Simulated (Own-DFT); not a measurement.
# How strain changes the stress of 3C SiC, 64 atoms (C32Si32)

All numbers below are calculated, not measured. The program, named Own-DFT, is a retired in-house plane-wave density functional code that no person has reviewed. Each row is one single-point run on a periodic cell that was not relaxed, without spin or spin-orbit coupling.

Settings of every run: PBE; PseudoDojo norm-conserving scalar-relativistic files; cutoff 42 hartree; 4 x 4 x 4 k mesh centred on Gamma; Fermi-Dirac smearing of 0.1 eV.

Known limits: forces on such cells passed a denser k mesh, each cell not checked; stress not checked against mesh or cutoff.

Unstrained cell vectors in Å: (8.719, 0.000, 0.000); (0.000, 8.719, 0.000); (0.000, 0.000, 8.719). The unstrained cell has measured lattice constants (interpolated for alloys), not those of this functional. That, the random moves and any unrelaxed bonds set the pressure at no strain. Each run strains this cell uniformly, with the atoms carried along. Every atom was also moved at random, by a Gaussian of width 0.05 Å on each axis. Strain is the symmetric tensor, in per cent. Stress is positive in tension, and the pressure is minus a third of its trace.

| run | e_xx (%) | e_yy (%) | e_zz (%) | e_yz (%) | e_xz (%) | e_xy (%) | s_xx (GPa) | s_yy (GPa) | s_zz (GPa) | s_yz (GPa) | s_xz (GPa) | s_xy (GPa) | P (GPa) | E (meV/atom) |
|---|---|---|---|---|---|---|---|---|---|---|---|---|---|---|
| 1 | 0.58 | -1.91 | 0.72 | -0.19 | -1.50 | 0.00 | -4.98 | -10.68 | -4.60 | -3.10 | -7.75 | -1.37 | 6.75 | 1.5 |
| 2 | -0.39 | -0.88 | 1.09 | -1.17 | 1.71 | -0.32 | -7.31 | -8.29 | -4.04 | -6.90 | 9.38 | -1.57 | 6.55 | 26.2 |
| 3 | 0.21 | -0.24 | -0.91 | -1.91 | 0.15 | -1.57 | -6.63 | -8.49 | -9.67 | -9.66 | 1.71 | -8.03 | 8.26 | 38.5 |
| 4 | -1.21 | 0.40 | 0.08 | 1.69 | -1.27 | 0.95 | -10.03 | -6.60 | -7.27 | 10.11 | -7.96 | 6.69 | 7.97 | 29.4 |
| 5 | 0.29 | -1.33 | -0.10 | 1.85 | -1.88 | 1.59 | -7.89 | -12.30 | -9.00 | 13.07 | -11.32 | 11.78 | 9.73 | 52.8 |
| 6 | 0.38 | -0.95 | -1.05 | -0.69 | 0.42 | -1.08 | -6.67 | -10.41 | -10.27 | -2.01 | 1.04 | -5.86 | 9.12 | 12.6 |
| 7 | -1.83 | 0.62 | -1.57 | 1.53 | 0.60 | 0.36 | -13.79 | -7.97 | -13.64 | 8.24 | 4.41 | 1.54 | 11.80 | 16.8 |
| 8 | -1.70 | 0.07 | -1.76 | 1.56 | -0.18 | -1.43 | -16.09 | -11.37 | -15.99 | 9.31 | -2.61 | -7.80 | 14.48 | 49.2 |
| 9 | 1.61 | -1.55 | -1.53 | 1.12 | -1.29 | -0.69 | -5.28 | -12.95 | -12.94 | 8.78 | -5.37 | -5.62 | 10.39 | 57.3 |
| 10 | -0.72 | 0.48 | 0.11 | -0.88 | 0.37 | 0.53 | -7.30 | -4.25 | -4.72 | -3.25 | 1.16 | 3.38 | 5.42 | 0.0 |
| 11 | -0.55 | -1.10 | 1.10 | -0.48 | 0.20 | 0.26 | -8.35 | -9.53 | -3.67 | -1.50 | 0.79 | 1.51 | 7.18 | 20.3 |
| 12 | -0.84 | 0.89 | -1.78 | 0.17 | 1.66 | -1.16 | -10.66 | -6.22 | -12.94 | 2.76 | 10.87 | -6.57 | 9.94 | 26.1 |
| 13 | -0.05 | 1.35 | -1.03 | -0.71 | 1.79 | 2.00 | -6.43 | -2.59 | -8.13 | -4.34 | 10.01 | 10.70 | 5.72 | 43.3 |
| 14 | -0.76 | -1.98 | -1.36 | -0.84 | -0.44 | 1.66 | -14.26 | -17.07 | -15.84 | -3.41 | -2.38 | 11.91 | 15.73 | 34.8 |
| 15 | 0.05 | -1.77 | -0.91 | 0.80 | -1.73 | -0.40 | -10.06 | -13.90 | -12.05 | 2.69 | -9.00 | -3.03 | 12.00 | 34.8 |
| 16 | -1.54 | -1.11 | -0.50 | 0.94 | -0.96 | -0.18 | -14.01 | -13.25 | -11.61 | 5.06 | -6.73 | -0.82 | 12.96 | 20.4 |
| 17 | -0.91 | -0.47 | 1.61 | 1.04 | 1.99 | 1.36 | -8.20 | -6.98 | -1.67 | 5.65 | 10.67 | 7.03 | 5.61 | 32.7 |
| 18 | 0.49 | 1.10 | -1.50 | 0.50 | -0.87 | 1.90 | ? | ? | ? | ? | ? | ? | ? | ? |

E is the free energy for each atom above the lowest run shown.

## Worked fit

Each stress component was fitted by least squares to a constant and the strains of the runs shown, as fractions, with shears doubled. Shear strains stay in the fit of a normal stress only where such slopes are resolved. The slopes, in GPa:

```
stress  at no strain  per e_xx  per e_yy  per e_zz  scatter
  s_xx          -6.1  377 ± 20  150 ± 17  156 ± 15     0.63
  s_yy          -6.1  129 ± 20  391 ± 18  156 ± 15     0.63
  s_zz          -5.9  141 ± 19  160 ± 17  409 ± 15     0.62
```

Each shear stress against twice its own strain: yz 285 ± 22, xz 292 ± 16, xy 305 ± 15 GPa. These are stiffnesses along x, y and z of the frame in which the cell vectors are given, which need not be the crystal's axes. The atoms are held to the strained lattice; where symmetry lets them move under strain, relaxing them would lower some slopes. The table should be nearly symmetric about its diagonal, and what it lacks of that shows the noise. A ninth of its sum, 230 ± 11 GPa, estimates the bulk modulus near the mean pressure of these runs, 9.4 GPa, so it lies above the value at zero pressure.

## Withheld run

Question: what normal stresses and pressure should run 18 give?

The fit gives s_xx = -4.9, s_yy = -3.5, s_zz = -9.6 and P = 6.0 GPa. The calculation gave -5.00, -2.78, -9.03 and P = 5.61 GPa.
